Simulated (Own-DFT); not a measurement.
Simulation results for In3GaP4 (zincblende random alloy, strained, atoms displaced)

Computed with Own-DFT development build. A calculation, not a measurement: plane-wave PBE density functional theory by an unreviewed code, no spin, of a simulated periodic cell, stress positive in tension, free energy of the whole cell less one offset for each atom, forces on such cells passed a denser k mesh, this cell's mesh not checked; offsets are fitted by least squares, one for each functional and potential file, so energies compare only between cells with the same atoms and settings and are not formation energies; the far tail of each file's local potential was reset to the Coulomb form; each entry is a single point on an unrelaxed cell, so the pressure reflects the starting lattice, mostly measured values, from which strain is counted, and rises with the displacements; printed positions are rounded, which can move forces by about a meV/angstrom; the program is a retired in-house code; no spin-orbit coupling.

Settings shared by all entries: functional PBE; potential files PseudoDojo norm-conserving, scalar-relativistic, standard set; wave cutoff 42 hartree; occupations Fermi-Dirac; smearing width 0.1 eV; k mesh 3 x 3 x 3 centred on Gamma.

(1) In3GaP4 (zincblende random alloy, strained, atoms displaced)

```
cell vectors (Å)
  11.3066     0.0000     0.0000
   0.0000    11.3066     0.0000
   0.0000     0.0000    11.7722
atoms (fractions of the cell vectors)
Ga  0.99613  0.00034  0.00335
In  0.00459  0.25124  0.25375
In  0.24818  0.99797  0.25335
In  0.25199  0.24769  0.00152
P   0.12491  0.12435  0.12073
P   0.12067  0.37697  0.37746
P   0.37376  0.10996  0.37578
P   0.36629  0.37690  0.13367
In  0.98962  0.00709  0.50298
In  0.99769  0.23819  0.75550
Ga  0.24544  0.99526  0.75688
In  0.24906  0.24365  0.49894
P   0.12027  0.12606  0.62732
P   0.12847  0.37388  0.87890
P   0.37094  0.12778  0.87860
P   0.37728  0.38340  0.63033
In  0.00039  0.50203  0.00783
In  0.99149  0.74709  0.25187
Ga  0.25536  0.49805  0.25041
Ga  0.24925  0.75867  0.99594
P   0.12232  0.61968  0.12045
P   0.12889  0.86840  0.36912
P   0.37933  0.62769  0.37933
P   0.36616  0.87680  0.12332
In  0.00464  0.50512  0.50036
In  0.00235  0.74515  0.75036
In  0.25042  0.49757  0.75779
Ga  0.25254  0.74264  0.49946
P   0.11945  0.62235  0.62721
P   0.12281  0.86666  0.87486
P   0.37356  0.62340  0.87594
P   0.36898  0.87345  0.62369
In  0.49400  0.00450  0.00534
In  0.50099  0.24238  0.25197
In  0.74773  0.00095  0.24730
In  0.75069  0.25188  0.99947
P   0.62126  0.12548  0.13703
P   0.62084  0.37293  0.37724
P   0.87704  0.12189  0.37045
P   0.87216  0.37900  0.12274
In  0.49795  0.99450  0.50238
Ga  0.49955  0.24387  0.75069
In  0.74778  0.01003  0.74943
In  0.75620  0.25240  0.49860
P   0.62686  0.12426  0.62095
P   0.61730  0.37416  0.87697
P   0.87697  0.12822  0.87440
P   0.86935  0.38026  0.63138
Ga  0.50197  0.50555  0.99242
In  0.50219  0.74452  0.25546
In  0.74989  0.49880  0.24994
In  0.75730  0.75011  0.00221
P   0.62326  0.62721  0.12577
P   0.62882  0.87273  0.36576
P   0.87437  0.61880  0.36324
P   0.87602  0.87324  0.12505
Ga  0.49475  0.49720  0.49222
In  0.50114  0.74759  0.75362
In  0.75374  0.50216  0.74633
In  0.74648  0.75383  0.50087
P   0.63075  0.62775  0.63393
P   0.62595  0.86918  0.86930
P   0.87409  0.62795  0.87403
P   0.87658  0.87529  0.63032
```

It finds free energy of cell above offsets -28.382 eV; pressure 5.89 GPa; stress xx -6.58 GPa; stress yy -6.48 GPa; stress zz -4.62 GPa; stress yz -0.53 GPa; stress xz 0.07 GPa; stress xy -0.56 GPa.

Force:
```
element  x (eV/Å)  y (eV/Å)  z (eV/Å)
     Ga     0.303    -0.167    -0.217
     In    -0.405     0.053    -1.054
     In    -0.632    -0.047    -0.898
     In    -0.307     0.823     0.372
      P    -0.907    -0.851     0.015
      P     1.674     0.471    -0.562
      P     0.241     1.457     0.236
      P     1.286      0.61    -0.562
     In     1.236    -1.334     -0.11
     In     0.861     2.279    -0.711
     Ga     0.034      0.19    -0.398
     In     0.523     0.664     0.291
      P     1.219    -1.126     0.484
      P    -1.092    -0.311    -0.049
      P     0.524    -0.635     -2.18
      P      1.08    -1.212    -0.946
     In    -0.417    -0.584    -1.731
     In     1.529     0.178    -0.673
     Ga    -0.846      0.55     0.333
     Ga     0.063    -0.982     0.498
      P     2.374     1.565     1.336
      P     -0.47    -0.523     1.914
      P    -1.343    -1.305     0.528
      P     0.258    -1.318    -0.263
     In    -1.258    -0.449    -0.143
     In    -0.522     0.364     -0.14
     In    -0.438     0.221    -0.571
     Ga     -0.59     0.493     0.228
      P     2.088     0.651    -0.547
      P     0.548     1.679     0.929
      P     0.038     0.708     1.616
      P    -1.026    -0.448     0.658
     In     0.817    -0.725    -0.546
     In    -1.458     1.215     0.864
     In      0.74    -0.313    -0.024
     In    -0.601    -0.154     0.343
      P     0.786    -0.159    -2.259
      P    -0.337     0.698     0.414
      P    -0.542      0.62    -0.121
      P     0.222    -0.932     0.598
     In     0.606    -0.414    -0.085
     Ga    -0.143     0.492    -0.197
     In     0.083     -1.11     0.374
     In    -0.225     0.104     0.026
      P    -1.081     1.032     0.408
      P     -0.51     0.033    -0.482
      P    -0.436    -1.749     1.999
      P      1.72    -1.229     -0.98
     Ga    -0.358    -0.209     0.884
     In     -0.66     0.681    -1.221
     In    -1.151    -0.567    -0.409
     In    -1.038     0.047    -0.396
      P    -0.344    -0.972    -1.156
      P    -0.384     0.368     1.221
      P    -0.322     0.412     2.312
      P     0.612     1.431    -0.564
     Ga     0.582     0.085     1.049
     In    -0.834     0.062    -0.612
     In    -0.905    -0.016     1.628
     In     0.643    -0.526    -0.127
      P    -1.413    -0.557    -2.107
      P     0.269     1.398     1.335
      P     0.382    -0.809     0.386
      P    -0.344     0.099    -0.236
```

(2) In3GaP4 (zincblende random alloy, strained, atoms displaced)

```
cell vectors (Å)
  11.3066     0.0000     0.0000
   0.0000    11.3066     0.0000
   0.0000     0.0000    11.7722
atoms (fractions of the cell vectors)
Ga  0.99465  0.99548  0.99336
In  0.99745  0.25112  0.24325
In  0.24894  0.00004  0.24938
Ga  0.25135  0.25034  0.99941
P   0.12571  0.12754  0.11142
P   0.12158  0.37900  0.37490
P   0.36656  0.12759  0.37235
P   0.37447  0.37681  0.12863
In  0.99653  0.99260  0.50499
In  0.99874  0.24403  0.75131
Ga  0.25010  0.00631  0.75134
In  0.24322  0.23997  0.50142
P   0.12372  0.12165  0.62824
P   0.12856  0.37968  0.87957
P   0.37769  0.11648  0.87482
P   0.37990  0.37759  0.61902
In  0.00059  0.49972  0.99941
In  0.00489  0.74885  0.25402
In  0.25881  0.50472  0.24707
In  0.26309  0.74871  0.00499
P   0.12938  0.62360  0.12916
P   0.12191  0.87476  0.37411
P   0.36897  0.62436  0.37659
P   0.37936  0.87336  0.12695
In  0.99490  0.50251  0.49757
In  0.00839  0.74540  0.75104
In  0.24440  0.50198  0.75182
In  0.24631  0.75735  0.50409
P   0.12518  0.61716  0.62499
P   0.12213  0.86611  0.86947
P   0.37155  0.61979  0.87375
P   0.37627  0.87262  0.62849
In  0.49786  0.99333  0.99878
In  0.50411  0.24694  0.25059
In  0.74436  0.99878  0.25220
Ga  0.75712  0.25329  0.00212
P   0.62442  0.12605  0.12744
P   0.62955  0.37048  0.37266
P   0.88073  0.12498  0.37384
P   0.86681  0.38104  0.11980
Ga  0.50646  0.99729  0.50218
In  0.49349  0.24990  0.75306
In  0.74644  0.99659  0.74959
In  0.74711  0.24700  0.50730
P   0.62603  0.12454  0.61765
P   0.61537  0.37417  0.87142
P   0.87434  0.12180  0.86989
P   0.87572  0.37453  0.62504
In  0.49943  0.49673  0.99806
In  0.50142  0.74969  0.24840
Ga  0.75395  0.50105  0.25181
Ga  0.74781  0.74744  0.00063
P   0.63070  0.61766  0.12798
P   0.62902  0.87036  0.37208
P   0.86970  0.62227  0.37871
P   0.86760  0.87379  0.11869
In  0.50730  0.49764  0.50279
Ga  0.49851  0.75081  0.74906
In  0.75185  0.49918  0.75887
In  0.74783  0.75248  0.50053
P   0.62563  0.62717  0.62779
P   0.63880  0.87170  0.87112
P   0.86638  0.62629  0.88041
P   0.87621  0.87422  0.62410
```

Results for In3GaP4 (zincblende random alloy, strained, atoms displaced): free energy of cell above offsets -29.602 eV; pressure 5.55 GPa; stress xx -6.06 GPa; stress yy -6.19 GPa; stress zz -4.39 GPa; stress yz -0.07 GPa; stress xz 0.03 GPa; stress xy -0.79 GPa.

Force:
```
element  x (eV/Å)  y (eV/Å)  z (eV/Å)
     Ga     0.252    -0.089     0.007
     In     0.269     0.266    -0.062
     In     -0.43     0.129    -0.603
     Ga     0.278     0.157    -0.109
      P    -0.296    -0.607    -0.471
      P     0.471    -0.425    -0.418
      P     1.697    -1.043     0.765
      P    -0.106    -1.449    -1.226
     In     0.408      0.91    -0.768
     In     0.461     1.052     0.136
     Ga    -0.177    -0.821     0.012
     In     0.171     1.466    -0.053
      P     0.527    -1.013     0.697
      P     0.204     -1.78     0.156
      P    -1.766     0.675     0.033
      P    -1.321    -0.693     0.704
     In     -0.11     0.671     0.316
     In    -1.157    -0.286     -0.81
     In    -1.014    -0.702      0.68
     In     -1.33    -0.087    -0.594
      P    -0.453     0.335    -0.746
      P     0.391     0.522     0.309
      P     1.141     0.648     0.764
      P    -0.221     0.498     0.353
     In     0.319    -0.582     0.253
     In    -1.614    -0.703    -0.636
     In      0.93     -0.83      -0.6
     In     0.129    -0.759      -0.2
      P     -0.26     0.759    -0.652
      P     1.405     2.385     1.464
      P     1.368     1.236    -0.601
      P     0.726     1.331     0.668
     In     1.284     0.062    -0.054
     In     -0.71     0.358     0.127
     In     0.965      0.47    -0.279
     Ga    -0.925    -0.421    -0.507
      P     0.765     0.211     -1.67
      P     0.698     1.111    -0.379
      P    -0.518    -0.151     0.266
      P    -0.452    -0.302     0.622
     Ga    -0.573    -0.098    -0.484
     In     0.034    -0.434    -1.018
     In     0.552     0.754    -1.064
     In     1.178     0.544    -1.371
      P    -1.631    -1.269     0.978
      P     1.788    -0.953     1.034
      P    -0.373     0.097     2.045
      P     -0.09     0.092      0.55
     In    -0.032     0.296     0.538
     In     0.049     -0.92     0.446
     Ga    -0.318     -0.31     0.117
     Ga      0.06    -0.109      0.28
      P     0.607     0.482     -0.31
      P    -1.423     0.882     1.045
      P    -0.473     0.068     -1.41
      P     0.706    -0.137    -0.494
     In     0.003     0.584    -0.943
     Ga     0.283    -0.304     0.319
     In    -0.421    -0.275    -0.881
     In     0.105    -0.296     0.416
      P     -0.44     0.466     0.875
      P    -1.996    -1.783      1.06
      P     0.683     0.934     0.475
      P    -0.279    -0.821       0.9
```

(3) In3GaP4 (zincblende random alloy, strained, atoms displaced)

```
cell vectors (Å)
  11.3066     0.0000     0.0000
   0.0000    11.3066     0.0000
   0.0000     0.0000    11.7722
atoms (fractions of the cell vectors)
In  1.00000  0.99901  0.99568
In  0.99787  0.24932  0.24728
Ga  0.25308  0.99520  0.25725
In  0.24093  0.24800  0.99442
P   0.12244  0.12751  0.12924
P   0.11978  0.37317  0.37850
P   0.36707  0.11989  0.36721
P   0.38003  0.37314  0.12788
Ga  0.99530  0.00035  0.49845
Ga  0.99181  0.25329  0.74695
In  0.25068  0.00276  0.75068
Ga  0.25030  0.24936  0.50291
P   0.12542  0.12395  0.61796
P   0.12721  0.37125  0.87964
P   0.38105  0.12084  0.87492
P   0.37892  0.37508  0.62891
Ga  0.00220  0.49950  0.99615
In  0.00368  0.75094  0.25355
In  0.24861  0.50109  0.25916
In  0.25630  0.74579  0.99758
P   0.13198  0.62934  0.12135
P   0.11979  0.86910  0.38167
P   0.38179  0.62034  0.37423
P   0.35968  0.86594  0.12662
Ga  0.99453  0.49509  0.50809
Ga  0.99993  0.74908  0.74655
Ga  0.25302  0.49780  0.75643
In  0.24752  0.74058  0.49830
P   0.12097  0.62926  0.63234
P   0.13222  0.87129  0.88361
P   0.36843  0.62430  0.87394
P   0.37983  0.87459  0.61910
In  0.50731  0.99910  0.99378
In  0.49964  0.25116  0.24893
In  0.75009  0.99503  0.25113
In  0.75603  0.24940  0.00371
P   0.61545  0.11974  0.11981
P   0.62807  0.37018  0.37358
P   0.86869  0.11497  0.38200
P   0.87897  0.37628  0.13261
In  0.50459  0.00402  0.49709
In  0.50157  0.25305  0.75183
In  0.75187  0.99686  0.75660
In  0.74688  0.25666  0.49791
P   0.62383  0.12555  0.63121
P   0.62213  0.37508  0.86975
P   0.87861  0.13003  0.87747
P   0.87682  0.37343  0.61385
In  0.50149  0.50602  0.00018
In  0.49437  0.74828  0.24972
In  0.75011  0.50399  0.24623
In  0.75746  0.74725  0.99501
P   0.63039  0.62223  0.13244
P   0.62867  0.87833  0.37539
P   0.87475  0.63387  0.37014
P   0.87839  0.87161  0.12499
In  0.50160  0.50489  0.49847
In  0.50222  0.74720  0.75303
In  0.74570  0.50299  0.75207
In  0.75454  0.74954  0.50067
P   0.62202  0.63068  0.62128
P   0.62369  0.86841  0.87939
P   0.88340  0.62931  0.87238
P   0.87575  0.87483  0.62738
```

The calculation gives: free energy of cell above offsets -28.879 eV; pressure 5.71 GPa; stress xx -6.34 GPa; stress yy -6.33 GPa; stress zz -4.47 GPa; stress yz -0.06 GPa; stress xz -0.64 GPa; stress xy 0.34 GPa.

Force:
```
element  x (eV/Å)  y (eV/Å)  z (eV/Å)
     In     0.411    -0.028     0.749
     In    -0.034     -0.72     1.471
     Ga    -1.146    -0.329    -0.607
     In     1.794    -0.851     1.424
      P     1.029    -1.566     0.231
      P     0.181      0.15     1.565
      P    -0.194      0.71     0.985
      P    -1.174     0.597    -0.827
     Ga     0.379    -0.251     0.326
     Ga     0.797    -0.167    -0.239
     In    -0.033    -0.624    -0.443
     Ga    -0.128     0.107    -0.336
      P    -0.953     0.652     0.071
      P    -1.758     1.634     -2.13
      P    -0.728     0.699     0.012
      P     -1.71     0.373    -0.604
     Ga     0.275     0.205     0.568
     In     0.335    -0.106    -1.164
     In    -0.164    -0.555    -1.014
     In    -0.773    -0.171    -0.078
      P    -1.393    -1.519     0.127
      P     0.579     2.061     0.034
      P    -0.863     0.475     0.215
      P     1.332     2.144     0.997
     Ga     0.833     0.982    -0.938
     Ga     0.334     0.703     0.504
     Ga    -0.575    -0.117    -0.512
     In     0.548     0.406     0.399
      P    -0.233     -1.68     0.305
      P    -1.241     -0.05    -2.017
      P     0.606    -1.075    -1.048
      P    -0.467    -0.217     0.455
     In    -1.563    -0.926     0.761
     In    -0.048    -0.681     0.222
     In    -0.012     0.387     -1.07
     In    -0.883     0.445     0.191
      P     1.593     0.693     1.039
      P    -0.609     1.075    -0.413
      P     1.034     0.522    -0.005
      P     0.119     1.034    -1.848
     In    -0.429     0.167     0.025
     In    -0.451    -0.712    -0.125
     In    -0.127     0.296    -0.188
     In     0.081    -1.608     0.482
      P     0.587     0.036    -0.434
      P     0.797     0.291     1.432
      P     0.379     0.311    -1.282
      P     0.491     0.466     1.905
     In    -0.066    -0.475     0.205
     In     0.723     0.764    -0.109
     In     0.683    -0.812     1.359
     In    -0.305    -0.107     1.059
      P    -0.913     1.321    -1.615
      P    -0.708    -1.004      0.03
      P     0.471    -1.986     1.277
      P    -0.162     0.346    -0.172
     In     0.321    -1.164     0.356
     In    -0.831     0.336    -0.493
     In     0.721     0.055    -0.706
     In    -0.287     0.418    -0.087
      P     0.645    -0.441     0.382
      P     0.607     -0.13    -0.457
      P     0.908    -0.924    -0.337
      P     1.368     0.135     0.137
```
